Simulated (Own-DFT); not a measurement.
Simulation results for Si4SnGe11 (diamond-structure random alloy, atoms displaced)

All values are calculated (Own-DFT development build). A calculation, not a measurement: plane-wave density functional theory by an unreviewed code, no spin, of a simulated periodic cell, stress positive in tension, run twice, with PBE and with PBEsol, both on files made for PBE, so the change isn't that of files made for PBEsol, forces on such cells moved up to 12 meV/angstrom on a denser k mesh; the far tail of each file's local potential was reset to the Coulomb form; each entry is a single point on an unrelaxed cell, so the pressure reflects the starting lattice, mostly measured values (interpolated for alloys), from which strain is counted, and rises with the displacements; printed positions are rounded, which can move forces by about a meV/angstrom; the program, named Own-DFT, is a retired in-house code; no spin-orbit coupling; stress was not checked against mesh or cutoff.

## Si4SnGe11 (diamond-structure random alloy, atoms displaced)

```cif
# cell vector a (Å): 11.3064 0.0000 0.0000
# cell vector b (Å): 0.0000 11.3064 0.0000
# cell vector c (Å): 0.0000 0.0000 11.3064
data_Si4SnGe11
_symmetry_space_group_name_H-M 'P 1'
_symmetry_Int_Tables_number 1
_cell_length_a 11.3064
_cell_length_b 11.3064
_cell_length_c 11.3064
_cell_angle_alpha 90.000
_cell_angle_beta 90.000
_cell_angle_gamma 90.000
_cell_volume 1445.35
loop_
_atom_site_label
_atom_site_type_symbol
_atom_site_fract_x
_atom_site_fract_y
_atom_site_fract_z
_atom_site_occupancy
Ge1 Ge 0.00149 0.99705 0.00083 1
Ge2 Ge 0.00016 0.24918 0.24644 1
Si1 Si 0.25362 0.99514 0.24805 1
Ge3 Ge 0.24660 0.25025 0.99866 1
Ge4 Ge 0.12719 0.12154 0.12238 1
Ge5 Ge 0.12704 0.37611 0.37213 1
Ge6 Ge 0.37497 0.12374 0.37885 1
Ge7 Ge 0.37484 0.37727 0.12452 1
Ge8 Ge 0.00007 0.99804 0.50235 1
Si2 Si 0.00337 0.24844 0.74875 1
Ge9 Ge 0.25164 0.99696 0.74662 1
Ge10 Ge 0.25050 0.25161 0.50050 1
Ge11 Ge 0.12446 0.12631 0.62228 1
Ge12 Ge 0.12271 0.37749 0.87779 1
Sn1 Sn 0.37711 0.12425 0.87221 1
Ge13 Ge 0.37435 0.38002 0.62684 1
Ge14 Ge 0.99976 0.49572 0.99815 1
Ge15 Ge 0.99916 0.75180 0.25290 1
Si3 Si 0.24537 0.49916 0.25349 1
Ge16 Ge 0.24982 0.75140 0.00264 1
Ge17 Ge 0.12416 0.62223 0.12466 1
Si4 Si 0.12088 0.88030 0.37383 1
Ge18 Ge 0.38027 0.62697 0.37812 1
Si5 Si 0.37522 0.87117 0.12255 1
Ge19 Ge 0.99410 0.50049 0.49849 1
Si6 Si 0.99853 0.74912 0.74972 1
Ge20 Ge 0.24667 0.49702 0.74533 1
Ge21 Ge 0.24943 0.75626 0.49792 1
Ge22 Ge 0.12557 0.61907 0.62260 1
Si7 Si 0.12350 0.87642 0.87243 1
Ge23 Ge 0.37582 0.62875 0.87295 1
Ge24 Ge 0.37435 0.87502 0.62859 1
Ge25 Ge 0.49959 0.00025 0.99871 1
Si8 Si 0.49890 0.24855 0.24370 1
Ge26 Ge 0.75354 0.99622 0.24701 1
Ge27 Ge 0.74496 0.24953 0.99874 1
Ge28 Ge 0.62363 0.12484 0.12053 1
Sn2 Sn 0.62649 0.37606 0.37441 1
Ge29 Ge 0.87581 0.12451 0.37183 1
Ge30 Ge 0.87566 0.37764 0.12918 1
Ge31 Ge 0.49900 0.99837 0.50032 1
Ge32 Ge 0.50478 0.24946 0.74936 1
Si9 Si 0.74691 0.00087 0.74528 1
Si10 Si 0.75249 0.25037 0.50276 1
Ge33 Ge 0.62557 0.12403 0.62376 1
Si11 Si 0.62409 0.37577 0.87259 1
Ge34 Ge 0.87565 0.12649 0.87297 1
Si12 Si 0.87851 0.37596 0.62336 1
Si13 Si 0.49881 0.50451 0.00091 1
Ge35 Ge 0.50241 0.74672 0.25135 1
Ge36 Ge 0.74564 0.50461 0.25295 1
Ge37 Ge 0.75154 0.74966 0.99894 1
Si14 Si 0.62198 0.62813 0.12490 1
Ge38 Ge 0.62316 0.87802 0.37948 1
Ge39 Ge 0.87552 0.62912 0.37831 1
Ge40 Ge 0.87634 0.87764 0.12830 1
Ge41 Ge 0.50140 0.50074 0.49661 1
Ge42 Ge 0.49996 0.74989 0.75140 1
Ge43 Ge 0.75387 0.50004 0.75376 1
Sn3 Sn 0.75282 0.75033 0.50192 1
Ge44 Ge 0.62335 0.62197 0.62281 1
Si15 Si 0.62397 0.87548 0.87614 1
Si16 Si 0.87790 0.62732 0.86999 1
Sn4 Sn 0.87500 0.87580 0.62090 1
```

It was run with functional PBE, then PBEsol, potential files PseudoDojo norm-conserving, scalar-relativistic, standard set, wave cutoff 49 hartree, occupations Fermi-Dirac, smearing width 0.1 eV and k mesh 3 x 3 x 3 centred on Gamma.

Results for Si4SnGe11 (diamond-structure random alloy, atoms displaced): PBE pressure 4.01 GPa; PBE stress xx -4.04 GPa; PBE stress yy -4.06 GPa; PBE stress zz -3.91 GPa; PBE stress yz -0.04 GPa; PBE stress xz 0.43 GPa; PBE stress xy -0.15 GPa; PBEsol pressure 1.34 GPa; PBEsol stress xx -1.37 GPa; PBEsol stress yy -1.39 GPa; PBEsol stress zz -1.25 GPa; PBEsol stress yz -0.05 GPa; PBEsol stress xz 0.4 GPa; PBEsol stress xy -0.15 GPa; rms change of force components from PBE to PBEsol 0.046 eV/Å.

Force:
```csv
force element,PBE force x (eV/Å),PBE force y (eV/Å),PBE force z (eV/Å),PBEsol force x (eV/Å),PBEsol force y (eV/Å),PBEsol force z (eV/Å)
Ge,-0.021,0.136,-0.637,-0.051,0.17,-0.573
Ge,0.374,-0.119,0.213,0.356,-0.114,0.206
Si,-0.192,-0.015,0.2,-0.19,0.057,0.199
Ge,-0.245,0.813,0.748,-0.245,0.791,0.725
Ge,0.219,-0.113,0.58,0.174,-0.07,0.522
Ge,-0.492,-0.141,0.261,-0.515,-0.174,0.289
Ge,-0.041,0.116,-1.172,-0.036,0.114,-1.069
Ge,-0.207,0.183,0.197,-0.237,0.143,0.162
Ge,1.381,1.634,-1.827,1.306,1.615,-1.744
Si,-0.431,0.582,-0.106,-0.382,0.535,-0.064
Ge,-1.607,-0.428,-0.293,-1.514,-0.389,-0.321
Ge,0.062,0.184,0.006,0.058,0.173,0.009
Ge,0.075,-0.033,0.378,0.109,-0.068,0.33
Ge,0.124,-0.791,-0.91,0.153,-0.74,-0.845
Sn,-0.602,0.354,0.084,-0.582,0.344,0.079
Ge,0.576,-0.682,-0.412,0.548,-0.66,-0.402
Ge,-0.74,1.053,0.045,-0.678,0.984,0.073
Ge,0.517,-0.042,-0.08,0.455,-0.07,-0.104
Si,0.996,0.517,-0.322,0.973,0.502,-0.316
Ge,-0.313,0.243,-0.539,-0.306,0.172,-0.532
Ge,0.094,0.047,0.355,0.061,0.076,0.311
Si,0.765,-0.098,-0.296,0.703,-0.129,-0.25
Ge,-1.265,-0.232,-0.51,-1.184,-0.196,-0.464
Si,0.237,0.361,0.614,0.272,0.314,0.559
Ge,0.563,-0.501,-0.022,0.583,-0.44,-0.056
Si,1.32,-0.672,0.907,1.303,-0.656,0.807
Ge,0.259,0.433,1.043,0.25,0.418,0.999
Ge,-0.325,-0.279,-0.146,-0.27,-0.306,-0.104
Ge,-0.485,1.125,-0.025,-0.441,1.053,-0.051
Si,-0.016,-0.675,-0.037,0.024,-0.62,0.001
Ge,-0.402,-0.711,0.379,-0.415,-0.65,0.333
Ge,0.278,-0.361,-0.517,0.266,-0.345,-0.501
Ge,0.817,-1.745,1.088,0.796,-1.626,1.052
Si,-0.663,-0.681,-0.063,-0.653,-0.666,-0.068
Ge,-1.015,0.814,0.487,-0.969,0.785,0.472
Ge,0.5,0.695,-0.248,0.512,0.628,-0.208
Ge,0.003,-0.192,0.756,0.037,-0.212,0.689
Sn,-0.289,-1.715,-0.08,-0.281,-1.572,-0.081
Ge,-0.192,0.234,0.6,-0.156,0.194,0.546
Ge,-0.713,-0.13,-0.426,-0.68,-0.132,-0.409
Ge,-0.194,0.305,0.388,-0.186,0.295,0.377
Ge,0.67,1.445,-0.919,0.616,1.359,-0.926
Si,-0.665,0.484,1.694,-0.628,0.512,1.625
Si,1.011,-0.675,0.659,0.95,-0.704,0.609
Ge,0.464,0.204,-0.245,0.379,0.198,-0.238
Si,-0.1,0.479,0.655,-0.065,0.432,0.603
Ge,-0.241,-0.247,-0.314,-0.239,-0.241,-0.24
Si,-0.306,-0.772,0.512,-0.294,-0.674,0.501
Si,0.465,-0.293,-0.311,0.378,-0.296,-0.313
Ge,-0.208,0.791,-0.528,-0.207,0.767,-0.434
Ge,1.416,1.468,-1.625,1.409,1.391,-1.536
Ge,-0.176,-0.091,-0.145,-0.143,-0.055,-0.107
Si,0.342,-0.449,-0.451,0.378,-0.396,-0.391
Ge,-0.392,0.332,-1.518,-0.381,0.318,-1.469
Ge,0.794,-1.334,-1.734,0.773,-1.297,-1.683
Ge,0.144,-0.811,-0.671,0.138,-0.779,-0.641
Ge,-1.248,0.649,1.462,-1.211,0.646,1.421
Ge,0.609,0.255,-0.056,0.544,0.214,-0.085
Ge,-0.132,-0.313,-0.369,-0.16,-0.275,-0.393
Sn,-2.766,-1.661,-1.569,-2.695,-1.622,-1.542
Ge,-0.538,-0.653,1.32,-0.527,-0.631,1.274
Si,0.474,0.223,-0.418,0.429,0.187,-0.374
Si,0.131,-0.022,0.58,0.079,-0.068,0.609
Sn,1.541,1.521,3.33,1.508,1.49,3.151
```
